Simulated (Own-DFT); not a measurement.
Hf36O71 (tetragonal hafnia with one neutral oxygen vacancy, atoms displaced) (calculated)

Computed with Own-DFT development build. A calculation, not a measurement: plane-wave PBE and HSE06 DFT by an unreviewed code, no spin, of a simulated cell at Gamma alone, so results move with cell size and shape, stress positive in tension, energies less offsets, not probed for a lower state with spin; hafnium file: forces about 75 meV/angstrom off all-electron values; oxygen file: force components 24 meV/angstrom off all-electron in a glass; k mesh not checked against a denser one; forces and stress are PBE's, HSE06 gives the energy alone, and its difference from PBE has offsets of its own; offsets are fitted by least squares, one for each functional and potential file, so energies compare only between cells with the same atoms and settings and are not formation energies; the far tail of each file's local potential was reset to the Coulomb form; each entry is a single point on an unrelaxed cell, so the pressure reflects the starting lattice, taken from the Materials Project, from which strain is counted, and rises with the displacements; printed positions are rounded, which can move forces by about a meV/angstrom; the program is a retired in-house code; no spin-orbit coupling.

Settings shared by all entries: first functional PBE; second functional HSE06; exact exchange share 0.25; screening 0.11 1/bohr; exchange divergence Gygi-Baldereschi; potential files PseudoDojo norm-conserving, scalar-relativistic, made for PBE, standard set; wave cutoff 48 hartree; occupations fixed; k mesh 1 x 1 x 1 centred on Gamma.

(1) Hf36O71 (tetragonal hafnia with one neutral oxygen vacancy, atoms displaced)

```
Hf36O71
1.0
     10.7800     0.0000     0.0000
      0.0000    10.7800     0.0000
      0.0000     0.0000    10.4493
Hf O Hf O Hf O Hf O Hf O Hf O Hf O Hf O Hf O Hf O Hf O Hf O Hf O Hf O Hf O Hf O Hf O Hf O
2 4 2 4 2 3 2 4 2 4 2 4 2 4 2 4 2 4 2 4 2 4 2 4 2 4 2 4 2 4 2 4 2 4 2 4
Direct
  0.99064 0.99596 0.99802
  0.16655 0.16960 0.25366
  0.99992 0.16325 0.14989
  0.16001 0.00538 0.34746
  0.99624 0.16600 0.40227
  0.16872 0.00120 0.10588
  0.00347 0.99995 0.49533
  0.17406 0.16509 0.75252
  0.99762 0.16634 0.64995
  0.16346 0.00743 0.85102
  0.99944 0.16380 0.90159
  0.17135 0.99931 0.58967
  0.99442 0.32798 0.00278
  0.15814 0.49485 0.24621
  0.00187 0.50190 0.15634
  0.15659 0.33282 0.34345
  0.00566 0.50186 0.39559
  0.99833 0.32997 0.49528
  0.17016 0.50057 0.74754
  0.99309 0.50238 0.65273
  0.17127 0.32215 0.84549
  0.00193 0.50452 0.90780
  0.16262 0.32883 0.60231
  0.00406 0.66708 0.00657
  0.17019 0.82941 0.24734
  0.00009 0.83598 0.14500
  0.17394 0.66912 0.34937
  0.00161 0.83262 0.40486
  0.16962 0.67489 0.09510
  0.99442 0.65654 0.49678
  0.16166 0.83297 0.74938
  0.00953 0.83788 0.65844
  0.16998 0.66166 0.85339
  0.00581 0.83678 0.90273
  0.17592 0.67438 0.59416
  0.33350 0.99737 0.99588
  0.48949 0.17492 0.25167
  0.33883 0.16954 0.15162
  0.49701 0.00865 0.35177
  0.32570 0.16730 0.40359
  0.50328 0.99632 0.09664
  0.33159 0.00320 0.50304
  0.49634 0.16418 0.75498
  0.33042 0.17141 0.65769
  0.50204 0.99319 0.85484
  0.32951 0.16974 0.90565
  0.50291 0.99701 0.59867
  0.33122 0.32912 0.99824
  0.50549 0.50136 0.24644
  0.33290 0.49540 0.14410
  0.49721 0.33755 0.35462
  0.32790 0.50590 0.41015
  0.49684 0.33593 0.09735
  0.33272 0.34011 0.50383
  0.50063 0.50407 0.75574
  0.33823 0.50706 0.65407
  0.49016 0.33614 0.84526
  0.33257 0.50429 0.89939
  0.50766 0.32731 0.59075
  0.33162 0.66734 0.99363
  0.50478 0.83593 0.25193
  0.33226 0.82913 0.14854
  0.50160 0.66980 0.35173
  0.33528 0.83775 0.40231
  0.49391 0.66356 0.09046
  0.33376 0.66760 0.49964
  0.50532 0.83384 0.75565
  0.32632 0.83571 0.65542
  0.49363 0.66605 0.85456
  0.32704 0.83516 0.90335
  0.50482 0.66717 0.60516
  0.67717 0.99895 0.00211
  0.83355 0.17707 0.24754
  0.66922 0.16512 0.14373
  0.83824 0.99484 0.34749
  0.65290 0.17316 0.40232
  0.83039 0.99594 0.10184
  0.67461 0.00417 0.50264
  0.83771 0.17316 0.74579
  0.66736 0.16607 0.65108
  0.83524 0.99865 0.83847
  0.66697 0.16283 0.89988
  0.82989 0.00027 0.60149
  0.66492 0.33049 0.00312
  0.83272 0.50101 0.24971
  0.66433 0.50140 0.14873
  0.82793 0.32784 0.34259
  0.66399 0.49638 0.40711
  0.83309 0.34074 0.09545
  0.67067 0.33419 0.49949
  0.83335 0.49651 0.75123
  0.66316 0.50840 0.65334
  0.83430 0.33394 0.85702
  0.66869 0.50340 0.90689
  0.82501 0.33276 0.59717
  0.66844 0.67345 0.99942
  0.83284 0.84160 0.25986
  0.65998 0.83295 0.14614
  0.83486 0.66321 0.35685
  0.66702 0.83110 0.39558
  0.83382 0.65647 0.09369
  0.66751 0.66888 0.50822
  0.83808 0.83873 0.75104
  0.67135 0.83710 0.65409
  0.83039 0.66876 0.84972
  0.66787 0.82968 0.90636
  0.83781 0.66917 0.60348
```

- PBE energy of cell above offsets: -97.168 eV
- HSE06 less PBE above offsets: 0.043 eV
- PBE pressure: 1.95 GPa
- PBE stress xx: -1.65 GPa
- PBE stress yy: -2.04 GPa
- PBE stress zz: -2.18 GPa
- PBE stress yz: -1.19 GPa
- PBE stress xz: -0.01 GPa
- PBE stress xy: 0.17 GPa

Force:
```csv
element,x (eV/Å),y (eV/Å),z (eV/Å)
Hf,2.706,0.488,0.715
Hf,0.599,-1.825,-1.397
O,-0.714,1.101,0.327
O,-0.226,-0.861,0.206
O,-0.382,0.649,-0.32
O,-0.184,0.15,-1.24
Hf,0.549,-0.552,0.749
Hf,-1.941,-0.446,-0.252
O,0.576,0.182,-0.319
O,0.371,-1.284,-0.342
O,-0.892,0.617,0.326
O,-1.674,0.523,1.106
Hf,1.585,0.248,-1.128
Hf,3.202,1.399,0.291
O,-1.092,-0.306,-0.752
O,0.043,0.412,0.542
O,-0.673,-1.469,0.457
Hf,0.708,-0.048,1.168
Hf,0.006,-0.002,1.101
O,1.465,-0.243,-0.599
O,-0.335,2.762,0.83
O,0.008,-1.579,-0.248
O,-0.046,0.94,-1.183
Hf,-0.342,0.517,-1.044
Hf,0.338,0.993,-0.21
O,-0.784,-0.292,1.22
O,-0.657,-0.683,-0.695
O,-0.578,-0.594,-0.068
O,-0.878,-0.535,0.949
Hf,1.19,1.933,0.703
Hf,2.569,-0.168,1.46
O,-2.746,0.248,-1.383
O,-0.651,0.566,-1.327
O,-0.423,-0.977,-0.216
O,-2.679,-1.146,0.831
Hf,-0.281,-0.461,1.673
Hf,2.237,-1.011,0.881
O,-2.192,0.582,-0.329
O,0.106,-0.75,-0.893
O,0.014,1.355,-0.057
O,-0.271,0.34,-0.124
Hf,1.821,-1.28,-0.889
Hf,1.388,-0.049,-0.694
O,1.576,-0.241,-0.704
O,-0.446,1.274,-0.727
O,0.862,-1.67,-0.702
O,-0.19,0.274,0.433
Hf,-0.55,2.171,0.637
Hf,-1.585,0.605,0.195
O,-0.851,-0.416,1.348
O,-0.825,0.381,-1.32
O,-0.055,-1.786,-0.659
O,0.951,-0.323,0.039
Hf,1.316,-0.329,-0.135
Hf,0.2,0.347,-0.041
O,-0.686,-1.024,-0.258
O,0.615,-0.876,0.189
O,-0.43,-1.765,-0.347
O,-1.791,0.261,1.045
Hf,0.25,0.134,0.871
Hf,-1.716,0.795,-0.024
O,0.78,0.476,0.703
O,0.154,-0.792,-0.552
O,-0.174,0.132,0.041
O,1.277,-0.099,1.141
Hf,0.897,1.523,-0.085
Hf,-1.223,-0.405,-1.181
O,1.844,0.252,0.313
O,0.538,0.794,-0.825
O,0.167,0.116,-0.476
O,-0.557,0.596,-0.307
Hf,-3.209,0.188,-0.215
Hf,-0.519,-2.634,-1.097
O,0.066,0.687,0.943
O,-0.442,2.91,0.944
O,1.667,-1.133,-0.207
O,0.898,-0.127,0.234
Hf,-2.489,0.247,-0.323
Hf,-0.942,-0.657,0.498
O,0.052,-0.303,0.557
O,-0.044,1.193,1.879
O,-0.157,0.764,0.061
O,1.696,-0.08,-0.713
Hf,-0.503,0.345,-0.796
Hf,-0.935,1.132,-0.614
O,0.784,-0.399,1.024
O,0.678,2.205,1.11
O,0.63,1.24,-0.832
O,-0.188,-0.432,1.229
Hf,-2.486,-0.544,-0.253
Hf,-1.111,1.632,1.242
O,1.167,-0.417,0.392
O,0.064,-0.14,-1.084
O,-0.369,-1.065,-0.445
O,2.582,0.215,0.746
Hf,-0.445,-1.732,0.678
Hf,0.058,-2.554,-1.724
O,2.002,-0.365,0.703
O,0.184,0.124,-0.785
O,0.43,0.82,0.694
O,0.137,0.097,1.196
Hf,-0.368,-0.393,-0.346
Hf,0.088,-2.124,-0.595
O,-0.254,-0.355,-0.109
O,0.323,0.006,-0.613
O,0.099,1.635,-1.335
O,-0.33,0.161,-0.48
```

(2) Hf36O71 (tetragonal hafnia with one neutral oxygen vacancy, atoms displaced)

```
Hf36O71
1.0
     10.7800     0.0000     0.0000
      0.0000    10.7800     0.0000
      0.0000     0.0000    10.4493
Hf O Hf O Hf O Hf O Hf O Hf O Hf O Hf O Hf O Hf O Hf O Hf O Hf O Hf O Hf O Hf O Hf O Hf O
2 4 2 4 2 4 2 4 2 4 2 4 2 4 2 4 2 4 2 4 2 4 2 4 2 3 2 4 2 4 2 4 2 4 2 4
Direct
  0.98886 0.00933 0.99870
  0.17516 0.16357 0.24716
  0.99957 0.17533 0.15238
  0.16207 0.99661 0.34673
  0.99856 0.17318 0.41268
  0.16970 0.00676 0.09483
  0.00786 0.00539 0.48857
  0.16276 0.16754 0.74787
  0.99643 0.16099 0.65204
  0.16274 0.99864 0.84377
  0.99903 0.16432 0.90208
  0.17603 0.00010 0.60800
  0.00593 0.32965 0.00514
  0.16977 0.49637 0.26246
  0.99491 0.49616 0.14420
  0.16790 0.32081 0.34182
  0.98878 0.50104 0.40487
  0.15950 0.33992 0.09377
  0.99888 0.33295 0.51003
  0.16608 0.51137 0.74276
  0.99946 0.49474 0.66999
  0.16945 0.33021 0.85233
  0.99045 0.48617 0.89612
  0.17667 0.33358 0.60219
  0.98687 0.67256 0.98813
  0.17051 0.82849 0.25470
  0.99502 0.82263 0.15963
  0.15117 0.66315 0.36424
  0.99711 0.83959 0.39698
  0.17543 0.66224 0.09951
  0.00594 0.66091 0.49962
  0.16470 0.83676 0.75246
  0.99523 0.83500 0.65784
  0.16071 0.67353 0.84121
  0.99993 0.84158 0.91723
  0.15474 0.67667 0.59500
  0.32536 0.00734 0.99380
  0.49901 0.15887 0.24048
  0.33209 0.17010 0.14015
  0.50396 0.99881 0.34555
  0.34993 0.18947 0.39873
  0.49237 0.00150 0.09106
  0.32876 0.00250 0.49047
  0.51204 0.16242 0.73881
  0.33144 0.16141 0.66795
  0.47598 0.00383 0.83497
  0.33910 0.16770 0.90557
  0.49993 0.00486 0.59172
  0.32550 0.33662 0.00460
  0.49793 0.51376 0.23998
  0.33192 0.50979 0.14702
  0.48989 0.32671 0.34580
  0.33263 0.49636 0.39281
  0.49703 0.33402 0.09057
  0.31974 0.33984 0.50876
  0.49985 0.49700 0.76248
  0.32743 0.50154 0.65278
  0.49513 0.33577 0.84676
  0.32443 0.48891 0.90104
  0.48430 0.32774 0.60238
  0.33632 0.67532 0.99895
  0.49486 0.82934 0.24263
  0.33204 0.83045 0.15441
  0.48499 0.67545 0.34370
  0.32999 0.82600 0.40792
  0.50554 0.65666 0.07816
  0.32324 0.66492 0.50767
  0.48221 0.83635 0.75242
  0.33232 0.83723 0.65941
  0.50680 0.65629 0.83214
  0.32875 0.83644 0.90436
  0.49090 0.65979 0.59866
  0.67458 0.00796 0.98975
  0.82952 0.17560 0.25708
  0.83558 0.00402 0.35136
  0.66709 0.16082 0.41071
  0.81756 0.99780 0.09648
  0.67816 0.00486 0.50348
  0.82438 0.16611 0.73665
  0.66395 0.16189 0.66622
  0.83853 0.98921 0.85968
  0.66953 0.17968 0.89025
  0.82543 0.99943 0.60465
  0.67120 0.33539 0.01181
  0.83088 0.51494 0.26173
  0.66427 0.50168 0.15008
  0.83571 0.33937 0.35012
  0.65626 0.49358 0.41466
  0.82527 0.33800 0.10450
  0.67759 0.33408 0.49106
  0.83987 0.50581 0.74368
  0.65111 0.50091 0.66906
  0.83019 0.33169 0.84004
  0.65726 0.50306 0.89031
  0.83976 0.32226 0.59996
  0.68654 0.66390 0.99846
  0.83807 0.83599 0.24183
  0.67258 0.83413 0.15552
  0.83279 0.67570 0.34653
  0.66708 0.84606 0.39623
  0.84613 0.67636 0.08673
  0.65267 0.67496 0.49100
  0.84435 0.83380 0.75385
  0.64788 0.83788 0.66281
  0.83255 0.66763 0.85602
  0.65966 0.82097 0.91226
  0.83040 0.66337 0.59729
```

* PBE energy of cell above offsets: -85.710 eV
* HSE06 less PBE above offsets: 0.781 eV
* PBE pressure: 6.16 GPa
* PBE stress xx: -8.15 GPa
* PBE stress yy: -3.52 GPa
* PBE stress zz: -6.81 GPa
* PBE stress yz: 0.38 GPa
* PBE stress xz: 0.8 GPa
* PBE stress xy: -0.13 GPa

Force:
```csv
element,x (eV/Å),y (eV/Å),z (eV/Å)
Hf,1.318,0.387,0.993
Hf,-0.103,-0.052,-1.468
O,-0.571,-1.021,0.899
O,0.681,1.116,0.542
O,0.025,-0.13,-0.985
O,-2.122,-0.519,1.033
Hf,-0.826,-0.854,1.954
Hf,1.716,0.079,1.476
O,0.697,0.172,-0.723
O,-0.199,0.479,0.817
O,-0.174,0.173,-0.064
O,-1.701,-0.32,-2.46
Hf,-2.28,1.047,-1.657
Hf,0.03,0.226,-3.019
O,-0.265,0.71,2.249
O,-0.825,2.431,0.972
O,0.598,-1.103,0.455
O,1.853,-0.099,2.311
Hf,1.065,-0.58,-0.606
Hf,2.006,-2.168,3.939
O,1.499,-0.031,-4.409
O,-0.983,0.156,-0.885
O,0.147,2.497,0.688
O,-6.063,-0.059,1.536
Hf,5.504,-2.791,0.191
Hf,-1.348,-1.272,-1.202
O,3.023,0.797,-1.007
O,0.951,-0.075,-1.646
O,0.473,-0.883,1.272
O,-1.618,0.873,0.279
Hf,-3.658,2.527,-0.83
Hf,0.536,1.373,-0.129
O,1.27,0.136,-0.693
O,-0.165,-0.831,0.385
O,-0.036,-0.699,-1.726
O,1.909,-0.636,2.015
Hf,1.569,1.128,-0.94
Hf,-0.161,1.714,0.823
O,-0.443,-0.24,1.858
O,-1.551,-0.407,-1.091
O,-2.358,-4.958,0.054
O,1.563,0.178,0.05
Hf,2.585,1.552,1.917
Hf,-7.314,2.496,3.346
O,-0.839,-0.093,-1.812
O,1.508,-0.712,0.994
O,-1.311,0.51,0.428
O,-0.597,0.258,-0.928
Hf,1.635,-1.037,-2.325
Hf,-1.161,-3.214,0.269
O,-0.066,-0.767,1.219
O,2.675,1.742,-1.815
O,-1.231,1.427,0.813
O,0.904,-0.065,1.068
Hf,6.833,-0.45,-2.122
Hf,-1.56,-2.592,-1.367
O,-0.832,1.119,-1.157
O,0.243,-1.905,0.587
O,-0.394,3.399,-0.119
O,1.904,-0.228,-1.044
Hf,-0.513,-2.598,-0.432
Hf,2.558,2.934,-0.181
O,-0.251,-0.237,-0.082
O,1.408,-1.446,0.367
O,-0.98,1.307,-0.519
O,-0.176,0.777,1.814
Hf,2.348,-0.946,-0.116
Hf,3.642,-1.047,1.14
O,-2.66,-0.888,-2.118
O,-1.995,4.572,2.172
O,-0.087,-0.669,-0.313
O,-0.016,0.839,-2.371
Hf,-3.216,-1.079,-0.433
Hf,-0.143,-0.603,-1.222
O,0.721,0.58,-0.561
O,0.851,2.316,-1.296
O,2.866,0.998,1.329
Hf,-3.492,-2.775,-0.432
Hf,2.736,1.063,3.931
O,3.284,0.099,-5.272
O,-0.941,1.588,-0.972
O,0.107,-2.571,1.868
O,2.75,-0.149,0.723
Hf,-2.249,0.845,-3.23
Hf,1.107,-2.475,-2.636
O,1.583,0.878,1.058
O,-0.69,0.091,0.838
O,0.625,2.985,-1.779
O,1.535,-1.188,0.661
Hf,-3.748,-0.685,1.742
Hf,-4.863,-1.406,3.005
O,4.471,-0.664,-3.516
O,0.028,0.08,-0.469
O,2.004,-0.379,3.321
O,-1.44,0.623,-0.462
Hf,-3.959,-0.841,-1.336
Hf,-1.97,1.524,2.09
O,-1.591,-1.087,-0.121
O,-0.619,-0.521,0.228
O,-0.078,-2.114,1.12
O,-2.918,-0.597,3.801
Hf,-0.089,0.79,2.796
Hf,-3.886,-0.13,-0.398
O,2.646,-0.48,-0.926
O,1.238,0.167,-1.339
O,0.194,2.766,-0.373
O,-0.091,-0.159,-0.299
```
